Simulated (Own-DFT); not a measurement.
# Which defects push the lattice out? zincblende GaAs

No measurement is shown. These are fixed-geometry runs of a retired plane-wave code named Own-DFT, which no person has reviewed; spin and spin-orbit coupling are neglected.

Common settings: PBE; PseudoDojo norm-conserving scalar-relativistic files; cutoff 42 hartree; 3 x 3 x 3 k mesh centred on Gamma; Fermi-Dirac smearing of 0.1 eV.

Keep in mind (not all hold for every row): not probed for a lower state with spin; forces not confirmed at this smearing and k mesh; stress not checked against mesh or cutoff.

All runs share one cell, with vectors in Å (10.862, 0.000, 0.000); (0.000, 10.862, 0.000); (0.000, 0.000, 11.796) and a volume of 1391.7 Å³, strained against the parent crystal. u is the rms random offset of the atoms per axis. The defect's site can differ from row to row.

```
cell,formula,u (Å),P (GPa)
no defect,As32Ga32,0.0289,6.64
no defect,As32Ga32,0.0333,6.71
no defect,As32Ga32,0.0508,7.07
one P on an As site,As31Ga32P,0.0326,6.43
one P on an As site,As31Ga32P,0.0483,6.67
one P on an As site,As31Ga32P,0.0516,6.68
one In on a Ga site,As32Ga31In,0.0298,7.35
one In on a Ga site,As32Ga31In,0.0301,7.36
one In on a Ga site,As32Ga31In,0.0309,7.32
one Al on a Ga site,AlAs32Ga31,0.0290,6.60
one Al on a Ga site,AlAs32Ga31,0.0294,6.63
one Al on a Ga site,AlAs32Ga31,0.0485,7.10
one As vacancy and one Ga vacancy,As31Ga31,0.0290,5.92
one As vacancy and one Ga vacancy,As31Ga31,0.0293,5.91
one As vacancy and one Ga vacancy,As31Ga31,0.0487,6.42
one As vacancy and one Ga vacancy,As31Ga31,0.0547,?
```

## Worked fit

P = P0 + c u² + a shift for each defect gives P0 = 6.41 GPa, c = 265 ± 23 GPa/Å² and a scatter of 0.06 GPa. The shifts, and each times the cell's volume:

- one In on a Ga site: 0.69 ± 0.05 GPa, 6.0 eV
- one Al on a Ga site: 0.01 ± 0.05 GPa, 0.1 eV (not resolved)
- one P on an As site: -0.35 ± 0.05 GPa, -3.0 eV
- one As vacancy and one Ga vacancy: -0.68 ± 0.05 GPa, -5.9 eV

Against the defect-free cell, a freed cell would be larger where the shift is positive and smaller where it is negative (160.2 GPa Å³ is 1 eV). The atoms around the defects weren't relaxed, which would change these numbers.

## Prediction

Question: what pressure belongs in the blank (one As vacancy and one Ga vacancy, u = 0.0547 Å)?

From the fit: 6.52 ± 0.08 GPa. The hidden result is 6.46 GPa.
